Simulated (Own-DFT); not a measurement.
Hf36O71 (tetragonal hafnia with one neutral oxygen vacancy, atoms displaced) (calculated)

A calculation, not a measurement: plane-wave PBE and HSE06 DFT by an unreviewed code, no spin, of a simulated cell at Gamma alone, so results move with cell size and shape, stress positive in tension, energies less offsets, not probed for a lower state with spin; hafnium file: forces about 75 meV/angstrom off all-electron values; oxygen file: force components 24 meV/angstrom off all-electron in a glass; k mesh not checked against a denser one; forces and stress are PBE's, HSE06 gives the energy alone, and its difference from PBE has offsets of its own; offsets are fitted by least squares, one for each functional and potential file, so energies compare only between cells with the same atoms and settings and are not formation energies; the far tail of each file's local potential was reset to the Coulomb form; each entry is a single point on an unrelaxed cell, so the pressure reflects the starting lattice, taken from the Materials Project, from which strain is counted, and rises with the displacements; printed positions are rounded, which can move forces by about a meV/angstrom; the program is a retired in-house code; no spin-orbit coupling. Program: Own-DFT development build.

```json
{"formula": "Hf36O71", "kind": "tetragonal hafnia with one neutral oxygen vacancy, atoms displaced", "structure": {"cell_angstrom": [[10.78, 0.0, 0.0], [0.0, 10.78, 0.0], [0.0, 0.0, 10.4493]], "atoms_fractional": [["Hf", 0.99623, 0.00257, 0.00312], ["Hf", 0.17021, 0.16968, 0.2479], ["O", 0.00555, 0.16669, 0.15411], ["O", 0.1692, 0.99304, 0.35072], ["O", 0.9972, 0.16514, 0.40292], ["O", 0.16058, 0.00255, 0.09288], ["Hf", 0.99442, 0.00376, 0.49958], ["Hf", 0.15939, 0.17126, 0.75191], ["O", 0.9969, 0.16992, 0.64824], ["O", 0.17181, 0.00432, 0.84332], ["O", 0.99917, 0.16126, 0.8985], ["O", 0.16796, 0.0066, 0.59316], ["Hf", 0.008, 0.33853, 0.99954], ["Hf", 0.174, 0.49608, 0.24397], ["O", 0.99951, 0.50026, 0.15519], ["O", 0.1673, 0.32942, 0.34792], ["O", 0.99371, 0.51105, 0.40629], ["O", 0.16805, 0.3412, 0.09753], ["Hf", 0.99409, 0.32904, 0.49997], ["Hf", 0.1652, 0.49804, 0.75457], ["O", 0.0002, 0.50047, 0.64704], ["O", 0.1732, 0.33181, 0.85097], ["O", 0.99507, 0.49648, 0.90584], ["O", 0.16758, 0.32946, 0.59338], ["Hf", 0.99185, 0.65976, 0.99989], ["Hf", 0.16234, 0.82872, 0.24793], ["O", 0.99585, 0.83134, 0.15693], ["O", 0.17075, 0.66471, 0.34707], ["O", 0.99923, 0.83013, 0.4046], ["O", 0.17094, 0.66378, 0.10722], ["Hf", 0.99107, 0.66967, 0.506], ["Hf", 0.16394, 0.83705, 0.74918], ["O", 0.00666, 0.82919, 0.65327], ["O", 0.17196, 0.66029, 0.85126], ["O", 0.99684, 0.84656, 0.89977], ["O", 0.16242, 0.66701, 0.60303], ["Hf", 0.33222, 0.00433, 0.99583], ["Hf", 0.49667, 0.16956, 0.24389], ["O", 0.32866, 0.1649, 0.15447], ["O", 0.49745, 0.9916, 0.35726], ["O", 0.33835, 0.17256, 0.3992], ["O", 0.50024, 0.99747, 0.09647], ["Hf", 0.33168, 0.99896, 0.4963], ["Hf", 0.50077, 0.16581, 0.75351], ["O", 0.32726, 0.17155, 0.6488], ["O", 0.50548, 0.99407, 0.84337], ["O", 0.33258, 0.16142, 0.90739], ["O", 0.5019, 0.00296, 0.59964], ["Hf", 0.32796, 0.33886, 0.99493], ["Hf", 0.50647, 0.50102, 0.24596], ["O", 0.33399, 0.49796, 0.15017], ["O", 0.49458, 0.32802, 0.34198], ["O", 0.33735, 0.50343, 0.40198], ["O", 0.49995, 0.32304, 0.09772], ["Hf", 0.32929, 0.33505, 0.50825], ["Hf", 0.50565, 0.50079, 0.74633], ["O", 0.33769, 0.5033, 0.6607], ["O", 0.50225, 0.32987, 0.8495], ["O", 0.33448, 0.50152, 0.90475], ["O", 0.50345, 0.32642, 0.60222], ["Hf", 0.32239, 0.66899, 0.99686], ["Hf", 0.49052, 0.83359, 0.25033], ["O", 0.33682, 0.8347, 0.15826], ["O", 0.50209, 0.67429, 0.34795], ["O", 0.33729, 0.82921, 0.40367], ["O", 0.49581, 0.66551, 0.09974], ["Hf", 0.33404, 0.65612, 0.49986], ["Hf", 0.49876, 0.83741, 0.75198], ["O", 0.33371, 0.83217, 0.64301], ["O", 0.50098, 0.65705, 0.84566], ["O", 0.33855, 0.8334, 0.90723], ["O", 0.50379, 0.65882, 0.60067], ["Hf", 0.66951, 0.99176, 0.99363], ["Hf", 0.8273, 0.17455, 0.25292], ["O", 0.66454, 0.16595, 0.15732], ["O", 0.82177, 0.00383, 0.34846], ["O", 0.65911, 0.16135, 0.39829], ["O", 0.83098, 0.00124, 0.10088], ["Hf", 0.66425, 0.00076, 0.50566], ["Hf", 0.83176, 0.16807, 0.74517], ["O", 0.665, 0.157, 0.65142], ["O", 0.8315, 6e-05, 0.85067], ["O", 0.66473, 0.17677, 0.89419], ["O", 0.82752, 0.99706, 0.59898], ["Hf", 0.65976, 0.33458, 0.00348], ["Hf", 0.82801, 0.4964, 0.24855], ["O", 0.66779, 0.49766, 0.15562], ["O", 0.8408, 0.33257, 0.35529], ["O", 0.67363, 0.50456, 0.39986], ["O", 0.83699, 0.3309, 0.10171], ["Hf", 0.67088, 0.33687, 0.50057], ["Hf", 0.83728, 0.49709, 0.75134], ["O", 0.66945, 0.49993, 0.65508], ["O", 0.83354, 0.32581, 0.84221], ["O", 0.66545, 0.49948, 0.90055], ["O", 0.82679, 0.34174, 0.60348], ["Hf", 0.66637, 0.66943, 0.01047], ["Hf", 0.83457, 0.82856, 0.24356], ["O", 0.83765, 0.67138, 0.34505], ["O", 0.66581, 0.83537, 0.39848], ["O", 0.82979, 0.66644, 0.09294], ["Hf", 0.66521, 0.6676, 0.50003], ["Hf", 0.82666, 0.82766, 0.75036], ["O", 0.65897, 0.83971, 0.64867], ["O", 0.82922, 0.67091, 0.84488], ["O", 0.67459, 0.83597, 0.89868], ["O", 0.82768, 0.6655, 0.59148]]}, "settings": {"first_functional": "PBE", "second_functional": "HSE06", "exact_exchange_share": 0.25, "screening [1/bohr]": 0.11, "exchange_divergence": "Gygi-Baldereschi", "potential_files": "PseudoDojo norm-conserving, scalar-relativistic, made for PBE, standard set", "wave_cutoff [hartree]": 48.0, "occupations": "fixed", "k_mesh": "1 x 1 x 1 centred on Gamma"}, "results": {"PBE_energy_of_cell_above_offsets [eV]": "-96.831", "HSE06_less_PBE_above_offsets [eV]": "0.087", "PBE_pressure [GPa]": 2.16, "PBE_stress_xx [GPa]": -3.02, "PBE_stress_yy [GPa]": -1.13, "PBE_stress_zz [GPa]": -2.34, "PBE_stress_yz [GPa]": -0.65, "PBE_stress_xz [GPa]": 0.29, "PBE_stress_xy [GPa]": 0.21, "force_element": ["Hf", "Hf", "O", "O", "O", "O", "Hf", "Hf", "O", "O", "O", "O", "Hf", "Hf", "O", "O", "O", "O", "Hf", "Hf", "O", "O", "O", "O", "Hf", "Hf", "O", "O", "O", "O", "Hf", "Hf", "O", "O", "O", "O", "Hf", "Hf", "O", "O", "O", "O", "Hf", "Hf", "O", "O", "O", "O", "Hf", "Hf", "O", "O", "O", "O", "Hf", "Hf", "O", "O", "O", "O", "Hf", "Hf", "O", "O", "O", "O", "Hf", "Hf", "O", "O", "O", "O", "Hf", "Hf", "O", "O", "O", "O", "Hf", "Hf", "O", "O", "O", "O", "Hf", "Hf", "O", "O", "O", "O", "Hf", "Hf", "O", "O", "O", "O", "Hf", "Hf", "O", "O", "O", "Hf", "Hf", "O", "O", "O", "O"], "force_x [eV/angstrom]": [-0.477, -0.582, -0.884, -0.091, 0.03, 1.246, 0.531, 1.047, -0.11, 0.197, 0.567, -1.374, -2.087, -0.918, -0.09, -0.346, 0.053, -0.12, 0.725, 0.947, 0.014, -0.642, 0.158, -1.595, 1.378, 1.044, 0.827, 0.119, -0.044, -1.723, 2.101, 1.045, -1.955, -0.884, 0.492, 0.763, -0.358, 0.222, 0.301, -0.405, -0.57, 0.337, 0.909, -0.034, 0.553, -0.164, 0.384, -1.647, 1.972, -2.108, 1.107, 0.889, -0.049, -0.932, 1.761, 0.336, -1.664, -0.884, -0.548, 0.114, 1.893, 1.959, -2.606, 0.196, -0.36, 0.605, -0.699, -1.05, -0.038, 0.114, -0.339, -0.288, 0.009, 0.405, 0.524, 1.284, 0.631, -0.195, -0.61, -1.043, 0.609, -0.499, -0.077, 1.865, 0.963, 2.285, -0.213, -0.722, -0.389, -0.309, -1.911, -1.334, 0.548, 0.827, 0.699, 1.031, -2.416, -2.059, -0.6, 0.546, 0.92, -1.136, 0.545, 0.999, 1.072, -0.538, 0.014], "force_y [eV/angstrom]": [0.534, -1.912, 0.543, 1.137, 0.29, -0.593, -1.363, -1.967, 0.33, -0.48, 1.649, -0.24, -2.942, 1.144, 0.267, 1.295, -2.322, -0.132, 1.434, 1.332, -0.466, 0.657, 0.896, 0.718, 2.12, 0.18, -0.458, -0.378, 1.192, 0.12, 0.048, -0.223, 0.304, 0.953, -2.853, -0.708, -1.332, -1.669, -0.008, 1.302, -0.573, 0.021, -0.204, 0.103, 0.156, 1.425, 1.97, 0.064, -0.722, 0.466, -0.476, 2.431, -1.881, 0.823, -1.484, -0.325, -0.648, 0.939, -0.468, 0.619, -0.089, 0.921, -0.065, -2.536, -0.365, -0.246, 3.074, -1.862, 0.268, 2.211, 0.067, -0.131, 2.178, -2.487, 0.578, -0.427, 2.214, -0.38, -0.47, -1.532, 0.811, 0.268, -1.361, -0.077, -0.895, 0.733, 0.026, 0.709, -1.166, 0.526, -1.176, -0.637, -0.16, 1.914, -0.3, -0.701, 0.252, 1.882, -1.082, -0.907, -0.242, 1.682, 2.58, -0.937, -1.744, -1.999, 0.441], "force_z [eV/angstrom]": [0.071, 1.327, -0.123, -0.943, 0.054, 0.166, -0.466, -1.339, -0.145, -0.152, 0.154, 0.669, 1.193, 2.058, -0.864, -0.038, -0.182, -0.02, -0.532, -2.003, 1.724, 0.37, -1.103, 1.089, 0.467, 1.602, -1.348, -0.227, -0.039, -1.237, -1.197, -0.735, 0.225, 0.401, 0.333, -0.183, 1.708, 1.778, -1.132, -1.336, 0.555, -0.458, -0.394, -1.228, 1.247, 1.198, -0.944, 0.574, 0.369, 1.59, -0.124, 0.164, -0.405, -0.129, -1.291, 0.926, -0.8, 0.216, -0.082, -0.776, 0.431, 1.228, -1.352, 0.017, 0.034, -0.348, 0.708, -1.473, 1.751, 0.456, -0.694, -0.592, 1.022, -0.447, -0.951, -0.516, 0.755, -0.295, -1.912, 1.035, -0.053, -0.708, 1.028, 0.356, -1.41, 1.828, -1.245, 0.013, -0.161, -0.393, -0.273, -0.29, -0.617, 0.635, 1.018, -0.496, -2.017, 1.956, -0.79, 0.354, 0.721, -1.122, -0.753, 0.607, 0.699, 0.254, 1.742]}}
```
